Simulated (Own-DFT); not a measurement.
# Point defects and the pressure they add: C11b WSi2

No measurement is shown. These are fixed-geometry runs of a retired plane-wave code named Own-DFT, which no person has reviewed; spin and spin-orbit coupling are neglected.

Method: PBE; PseudoDojo norm-conserving scalar-relativistic files; cutoff 50 hartree; 5 x 5 x 5 k mesh centred on Gamma; cold (Marzari-Vanderbilt) smearing of 0.2 eV.

Limits: forces on such cells failed a check on a denser k mesh; stress not checked against mesh or cutoff.

All runs share one cell, with vectors in Å (-2.148, -5.953, 3.409); (-6.444, 2.976, 1.136); (-2.553, -2.948, -6.757) and a volume of 403.2 Å³. u is the rms random offset of the atoms per axis. The defect's site can differ from row to row.

```
cell,formula,u (Å),P (GPa)
no defect,Si20W10,0.0185,4.46
no defect,Si20W10,0.0194,4.61
no defect,Si20W10,0.0516,6.26
one Si vacancy,Si19W10,0.0279,2.99
one Si vacancy,Si19W10,0.0337,3.53
one Si vacancy,Si19W10,0.0470,4.51
one Si vacancy,Si19W10,0.0489,?
one W vacancy,Si20W9,0.0255,3.79
one W vacancy,Si20W9,0.0478,5.07
one W vacancy,Si20W9,0.0524,5.53
one Si on a W site,Si21W9,0.0323,6.35
one Si on a W site,Si21W9,0.0504,7.24
one Si on a W site,Si21W9,0.0529,7.51
one W on a Si site,Si19W11,0.0297,10.25
one W on a Si site,Si19W11,0.0459,10.59
one W on a Si site,Si19W11,0.0481,10.50
```

## Fit

P = P0 + c u² + a shift for each defect gives P0 = 4.31 GPa, c = 712 ± 74 GPa/Å² and a scatter of 0.23 GPa. The shifts, and each times the cell's volume:

- one W on a Si site: 4.88 ± 0.20 GPa, 12.3 eV
- one Si on a W site: 1.21 ± 0.21 GPa, 3.0 eV
- one W vacancy: -0.86 ± 0.20 GPa, -2.2 eV
- one Si vacancy: -1.61 ± 0.19 GPa, -4.1 eV

Against the defect-free cell, a freed cell would be larger where the shift is positive and smaller where it is negative (160.2 GPa Å³ is 1 eV). The atoms around the defects weren't relaxed, which would change these numbers.

## Prediction

The question: what pressure belongs in the blank (one Si vacancy, u = 0.0489 Å)?

The fitted form gives 4.40 ± 0.28 GPa. Computed: 4.26 GPa.
